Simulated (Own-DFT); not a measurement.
# Which defects push the lattice out? D0_22 TiAl3

Calculated, not measured: single-point runs of Own-DFT, a retired in-house plane-wave DFT program that no person has reviewed, on unrelaxed cells, without spin or spin-orbit coupling.

All runs used: PBE; PseudoDojo norm-conserving scalar-relativistic files; cutoff 42 hartree; 4 x 4 x 4 k mesh centred on Gamma; cold (Marzari-Vanderbilt) smearing of 0.2 eV.

Keep in mind: forces on such cells failed a check on a denser k mesh; stress not checked against mesh or cutoff.

All runs share one cell, with vectors in Å (-2.365, -6.981, 4.326); (-7.667, 3.491, 1.442); (-2.950, -3.488, -7.241) and a volume of 625.4 Å³. u is the rms random offset of the atoms per axis. The defect's site can differ from row to row.

```
cell,formula,u (Å),P (GPa)
no defect,Al30Ti10,0.0209,1.98
no defect,Al30Ti10,0.0211,1.98
no defect,Al30Ti10,0.0496,2.65
two Ti on an Al site each,Al28Ti12,0.0299,3.34
two Ti on an Al site each,Al28Ti12,0.0309,3.32
two Ti on an Al site each,Al28Ti12,0.0491,3.80
two Al on a Ti site each,Al32Ti8,0.0295,2.86
two Al on a Ti site each,Al32Ti8,0.0453,3.32
two Al on a Ti site each,Al32Ti8,0.0484,3.38
two Al vacancies,Al28Ti10,0.0305,1.21
two Al vacancies,Al28Ti10,0.0312,1.13
two Al vacancies,Al28Ti10,0.0473,1.68
two Al vacancies,Al28Ti10,0.0518,?
```

## Worked fit

P = P0 + c u² + a shift for each defect gives P0 = 1.82 GPa, c = 344 ± 16 GPa/Å² and a scatter of 0.04 GPa. The shifts, and each times the cell's volume:

- two Ti on an Al site each: 1.18 ± 0.03 GPa, 4.6 eV (2.3 eV for each of its 2 sites)
- two Al on a Ti site each: 0.76 ± 0.03 GPa, 3.0 eV (1.5 eV for each of its 2 sites)
- two Al vacancies: -0.96 ± 0.03 GPa, -3.7 eV (-1.9 eV for each of its 2 sites)

A positive shift means that the defect pushes the cell outwards. Shift times volume (160.2 GPa Å³ is 1 eV) depends little on the cell's size, so, taken for each site, it can be compared between cells at like pressure. The atoms around the defects weren't relaxed, which would change these numbers.

## Withheld run

Question: what pressure belongs in the blank (two Al vacancies, u = 0.0518 Å)?

The fitted form gives 1.79 ± 0.05 GPa. DFT gave 1.81 GPa.
